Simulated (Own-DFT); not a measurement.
# Strain and stress in wurtzite AlN, 72 atoms (Al36N36)

No measurement is shown. These are fixed-geometry runs of a retired plane-wave code named Own-DFT, which no person has reviewed; spin and spin-orbit coupling are neglected.

Method: PBE; PseudoDojo norm-conserving scalar-relativistic files; cutoff 42 hartree; 4 x 4 x 3 k mesh centred on Gamma; Gaussian smearing of 0.01 eV.

Known weak points: k mesh not checked against a denser one; stress not checked against mesh or cutoff.

Unstrained cell vectors in Å: (9.336, 0.000, 0.000); (-4.668, 8.085, 0.000); (0.000, 0.000, 9.964). The unstrained cell has measured lattice constants (interpolated for alloys), not those of this functional. That, the random moves and any unrelaxed bonds set the pressure at no strain. A uniform strain is put on this cell, atoms riding along. Each atom got a random Gaussian move of width 0.05 Å along each axis. Stress is counted positive in tension, P = -(s_xx + s_yy + s_zz)/3, and strain components are those of the symmetric tensor.

```
run  e_xx (%)  e_yy (%)  e_zz (%)  e_yz (%)  e_xz (%)  e_xy (%)  s_xx (GPa)  s_yy (GPa)  s_zz (GPa)  s_yz (GPa)  s_xz (GPa)  s_xy (GPa)  P (GPa)  E (meV/atom)
  1     -0.45     -0.97     -0.81     -1.46     -0.73      1.18      -12.32       -8.11      -11.77       -3.42       -2.55        4.18    10.73          34.5
  2     -0.49     -0.14      1.24      0.61      1.23      1.74       -8.59       -7.21       -0.10        0.69        1.80        6.64     5.30          41.5
  3     -1.55     -1.55      1.56     -0.72     -0.95      0.53      -12.94      -15.35       -2.08       -2.17       -2.33        2.37    10.12          32.2
  4     -0.84      1.39      1.50     -0.45      1.16     -1.36       -7.83       -0.21        4.21       -1.69        3.53       -2.44     1.28           0.0
  5      1.00      1.60      1.01     -0.53     -0.52      0.76        0.06        4.37       -0.92       -1.73       -1.39        1.92    -1.17          19.5
  6     -1.13      0.74      0.32      1.63      0.88      0.13      -10.73       -5.03       -2.72        4.06        2.56        0.99     6.16          22.9
  7     -1.74     -1.68     -1.04     -1.68      1.40      1.44      -16.54      -18.75      -13.23       -4.43        3.49        4.43    16.18          54.7
  8     -0.19      0.01     -1.44      0.22     -0.52     -0.55       -8.82       -4.01      -15.88        0.59       -1.63       -1.52     9.57          33.5
  9     -0.78      1.92      1.42     -0.20     -1.82     -1.09       -7.69        3.16        1.46       -0.39       -4.58       -3.78     1.03          20.8
 10      0.40     -1.87      1.03     -0.72     -0.35      1.48       -6.44      -12.78       -0.72       -1.51       -1.45        4.77     6.65          12.1
 11      1.26      1.93      0.28     -1.10     -0.46      1.35        2.45        3.19       -1.54       -2.61       -0.52        4.68    -1.37           3.0
 12     -1.88      1.72      1.94      0.57      1.82     -0.24      -13.19        1.61        3.76        1.68        4.20        0.09     2.61          19.8
 13     -1.35      0.31     -1.17      1.94      1.55      1.49      -15.07       -6.81      -10.33        5.17        4.53        6.10    10.74          33.8
 14     -1.57     -1.55      0.67     -0.67     -0.81     -1.76      -16.65      -15.57       -4.22       -1.46       -1.77       -7.81    12.14          58.8
 15     -1.22     -1.17     -0.53     -1.46     -1.65      0.22           ?           ?           ?           ?           ?           ?        ?             ?
```

E is the free energy per atom, counted from the lowest run shown.

## Working it out

Least squares on the runs shown: each stress against a constant and the strains, taken as fractions with shears doubled. Shear strains stay in the fit of a normal stress only where such slopes are resolved. The slopes, in GPa:

```
stress  at no strain  per e_xx  per e_yy  per e_zz  scatter
  s_xx          -7.0  482 ± 32  101 ± 23   92 ± 28     1.09
  s_yy          -5.4  163 ± 51  470 ± 36   19 ± 44     1.73
  s_zz          -6.1   32 ± 49   88 ± 35  501 ± 43     1.66
```

The slope of each shear stress on twice its own strain, from a fit on all six strains: yz 128 ± 7, xz 127 ± 11, xy 173 ± 16 GPa. These are stiffnesses along x, y and z of the frame in which the cell vectors are given, with the crystal's c axis along z: C11, C12, C13 and C33. Hexagonal symmetry asks that xx and yy behave alike, which is a second check on the noise. These are clamped-ion slopes: internal relaxation, where symmetry allows it, would soften some. Slopes across the diagonal should nearly agree, so their difference gauges the noise. A ninth of the table's sum, 216 ± 5 GPa, estimates the bulk modulus near the mean pressure of these runs, 6.4 GPa, so it lies above the value at zero pressure.

## Check

Q: what normal stresses and pressure should run 15 give?

The fitted form gives s_xx = -14.5, s_yy = -13.0, s_zz = -10.2 and P = 12.6 GPa. The run itself gave -14.96, -11.73, -10.18 and P = 12.29 GPa.
